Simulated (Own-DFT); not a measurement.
TiO$_{2}$ (rutile, strained, atoms displaced) (calculated)

A calculation, not a measurement: plane-wave PBE density functional theory by an unreviewed code, no spin, of a simulated periodic cell, stress positive in tension, free energy of the whole cell less one offset for each atom, oxygen file: force components 24 meV/angstrom off all-electron in one glass; forces on such cells passed a denser k mesh, this cell's mesh not checked; offsets are fitted by least squares, one for each functional and potential file, so energies compare only between cells with the same atoms and settings and are not formation energies; the far tail of each file's local potential was reset to the Coulomb form; each entry is a single point on an unrelaxed cell, so the pressure reflects the starting lattice, mostly measured values (interpolated for alloys), from which strain is counted, and rises with the displacements; printed positions are rounded, which can move forces by about a meV/angstrom; the program, named Own-DFT, is a retired in-house code; no spin-orbit coupling; before rounding, a Quantum ESPRESSO 7.3.1 run of the same cell and cutoff gave forces within 1 meV/angstrom rms on each cell, which checks the program and not the settings. Program: Own-DFT development build.

```xyz
72
Lattice="9.0105 0.0955 -0.0782 0.0955 9.2162 0.1238 -0.0755 0.1196 9.0346" Properties=species:S:1:pos:R:3:force_x:R:1:force_y:R:1:force_z:R:1 formula=TiO2 functional=PBE potential_files=PseudoDojo_norm-conserving,scalar-relativistic,standard_set wave_cutoff=72 occupations=Fermi-Dirac smearing_width=0.1 k_mesh=3_x_3_x_3_centred_on_Gamma free_energy_of_cell_above_offsets=-16.076 pressure=5.92 stress_xx=-9.4 stress_yy=-6.91 stress_zz=-1.46 stress_yz=3.89 stress_xz=-3.1 stress_xy=4.26
Ti     0.1953     9.2089     0.1394     -0.218     -0.619     -0.027
Ti     2.3314     2.3217     1.5805      0.082     -0.608     -0.829
O      1.3679     1.6411     9.0321     -0.976     -0.939      1.376
O      3.1154     3.4436     9.0092     -0.594     -1.078      1.245
O      3.6155     0.8387     1.4388     -1.462      2.093      0.359
O      0.9197     3.7576     1.4724       0.92     -0.719      1.415
Ti     8.9455     0.2412     2.9393      -0.23     -0.845     -0.273
Ti     2.2431     2.4623     4.5005      0.813     -0.531      3.199
O      1.4157     1.4310     3.0362     -0.368      0.527     -0.757
O      3.2381     3.2251     3.0498     -1.329     -0.474     -0.756
O      3.5694     1.0512     4.5739      0.278     -0.421     -0.315
O      0.7900     3.8036     4.5778      1.193       -0.9     -0.293
Ti     0.0836     9.2719     6.1343      0.666     -0.173       0.27
Ti     2.2204     2.4330     7.6238      0.162      0.391     -2.617
O      1.3339     1.5376     6.1074     -0.818     -0.557     -0.672
O      3.0426     3.3260     6.0459      0.332       0.28     -0.682
O      3.5414     1.0760     7.5055      0.701     -0.623     -0.232
O      0.8261     3.9059     7.5561       0.24     -0.441      0.875
Ti     9.0556     4.7167     0.0310     -0.608      0.778     -1.727
Ti     2.3613     6.8993     1.4964     -0.031      1.865      1.057
O      1.5374     6.0849     0.1021     -1.785     -1.459     -0.266
O      3.2249     7.8939     9.0632     -0.477      0.075      0.246
O      3.5921     5.5391     1.6381      0.203     -0.125     -1.243
O      0.9267     8.3518     1.5279      0.614      0.026      1.656
Ti     9.0306     4.6767     2.9768      0.075      1.609      0.088
Ti     2.2401     7.0260     4.6140       1.79     -0.401     -1.359
O      1.4216     6.1193     3.0992     -0.815      -0.68     -0.354
O      3.2586     7.9367     3.1731     -0.324      0.384     -0.548
O      3.6317     5.7270     4.5692      0.439     -1.511     -0.142
O      0.9149     8.4447     4.5882     -0.422      0.456      0.311
Ti     0.0852     4.7535     6.0707     -0.861      0.258      0.878
Ti     2.2886     7.0005     7.5862      1.478      0.693      0.047
O      1.3364     6.1623     6.0651     -0.389     -0.366      0.356
O      3.2164     7.8407     6.1108      0.035       1.06       0.29
O      3.5852     5.6016     7.5450     -0.124     -0.128      0.042
O      0.8902     8.3982     7.6546      0.078      0.361     -0.103
Ti     4.5696     0.1641    -0.0264     -1.169     -2.341     -0.013
Ti     6.7908     2.4758     1.4529     -0.341     -0.585      0.714
O      5.8380     1.3916    -0.0035      2.028       2.29     -0.397
O      7.6005     3.4237     9.0021     -0.099     -0.318     -0.405
O      8.1065     1.0439     1.4353      0.408     -0.201      -0.07
O      5.4151     3.8529     1.5497      0.375     -0.468     -0.594
Ti     4.4890     0.1126     3.0566     -0.997     -0.597     -0.925
Ti     6.7727     2.4422     4.4609       -1.4      0.866       0.17
O      5.8832     1.6295     2.9285       -0.6     -0.954      -0.09
O      7.7060     3.2775     2.9389      0.355      0.533     -0.004
O      8.0939     1.0882     4.4820      0.397     -0.724     -0.685
O      5.3319     3.7711     4.4688      0.171      0.439      0.417
Ti     4.5520     0.1333     6.0142     -1.024     -0.217      0.141
Ti     6.8270     2.4005     7.4852     -0.309       0.97     -1.047
O      5.7580     1.6356     5.9653      0.537     -0.813       0.82
O      7.5711     3.3112     5.9282      0.529      0.259      1.364
O      8.1299     1.0643     7.5354     -1.236      0.904      -1.09
O      5.4031     3.9256     7.5936      0.189     -1.041      0.191
Ti     4.4551     4.7044     9.0113      0.905      1.263     -1.184
Ti     6.7926     7.0118     1.5511     -0.949      0.091      0.284
O      5.8056     6.1890     9.0065      0.321       0.39      0.822
O      7.7750     7.8629     0.0426     -0.234      0.249      0.274
O      8.1464     5.5681     1.5078      0.232      0.008     -0.135
O      5.4597     8.4049     1.5839      0.448     -0.266      0.239
Ti     4.4665     4.6782     2.9417      1.654      1.232      2.916
Ti     6.8287     7.0534     4.5429     -0.174     -0.915      0.249
O      5.9483     6.0958     3.0560     -0.391     -0.084     -0.266
O      7.6369     7.9040     3.0041      1.173      0.885      0.489
O      8.1222     5.6127     4.5716     -0.347      0.483     -1.132
O      5.4490     8.4950     4.5414      0.686     -0.258      1.319
Ti     4.6016     4.7132     6.0300     -0.511      0.474     -1.026
Ti     6.7757     7.1095     7.6726      0.123     -0.727      -0.57
O      5.8606     6.0589     6.0639      0.582       1.04     -0.402
O      7.6851     7.9606     6.0059      0.019      0.495      0.126
O      8.0857     5.7795     7.5572      1.083     -1.099     -0.177
O      5.4389     8.4327     7.6473     -0.702      1.472     -0.844
```

Units: wave_cutoff in hartree; smearing_width, free_energy_of_cell_above_offsets in eV; pressure, stress_xx, stress_yy, stress_zz, stress_yz, stress_xz, stress_xy in GPa; force_x, force_y, force_z in eV/Å.
